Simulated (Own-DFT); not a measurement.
# Stretching a layer in its plane: grey tin, 64 atoms (Sn64)

No measurement is shown. These are fixed-geometry runs of a retired plane-wave code named Own-DFT, which no person has reviewed; spin and spin-orbit coupling are neglected.

Common settings: PBE; PseudoDojo norm-conserving scalar-relativistic files; cutoff 42 hartree; 3 x 3 x 3 k mesh centred on Gamma; cold (Marzari-Vanderbilt) smearing of 0.2 eV.

Known weak points: forces on such cells moved up to 12 meV/angstrom on a denser k mesh; stress not checked against mesh or cutoff.

Unstrained cell vectors in Å: (12.978, 0.000, 0.000); (0.000, 12.978, 0.000); (0.000, 0.000, 12.978). The unstrained cell has measured lattice constants (interpolated for alloys), not those of this functional. That, the random moves and any unrelaxed bonds set the pressure at no strain. Each run strains x and y alike by e, as a substrate would, and holds the height along z. All atoms carry random offsets, Gaussian with a width of 0.05 Å per axis. Stress is positive in tension.

```
e (%)  u (Å)  (s_xx + s_yy)/2 (GPa)  s_zz (GPa)
-3.00  0.050                  -7.56       -6.69
-3.00  0.049                  -7.58       -6.66
-2.25  0.049                  -6.48       -5.77
-2.25  0.051                  -6.42       -5.84
-1.25  0.046                      ?           ?
-0.25  0.047                  -3.83       -3.80
-0.25  0.052                  -3.99       -3.94
 0.50  0.050                  -3.08       -3.22
 0.50  0.051                  -3.09       -3.24
 1.00  0.049                  -2.48       -2.76
 1.00  0.052                  -2.56       -2.81
```

## Analysis

With e as a fraction, the in-plane stress is -3.6 + 114 e - 583 e² GPa (errors 3 and 127, scatter 0.05), and s_zz is -3.6 + 88 e - 436 e² GPa (slope ± 3, scatter 0.05). At e = 0 the first slope is C11 + C12 and the second 2 C12, both with the ions held to the strained lattice and at the cell's own pressure. The term in e² is negative: the layer stiffens under compression and softens under tension. A free layer would change its height as e changes, and the in-plane slope would drop by 2 C12²/C11 to the biaxial modulus. At fixed height, a misfit of 1 % moves the in-plane stress by about 1.1 GPa and s_zz by 0.9 GPa.

## The run left out

Question: what are the two stresses at e = -1.25 %?

From the fit: -5.1 and -4.8 GPa. The calculation gave -5.13 and -4.71 GPa.
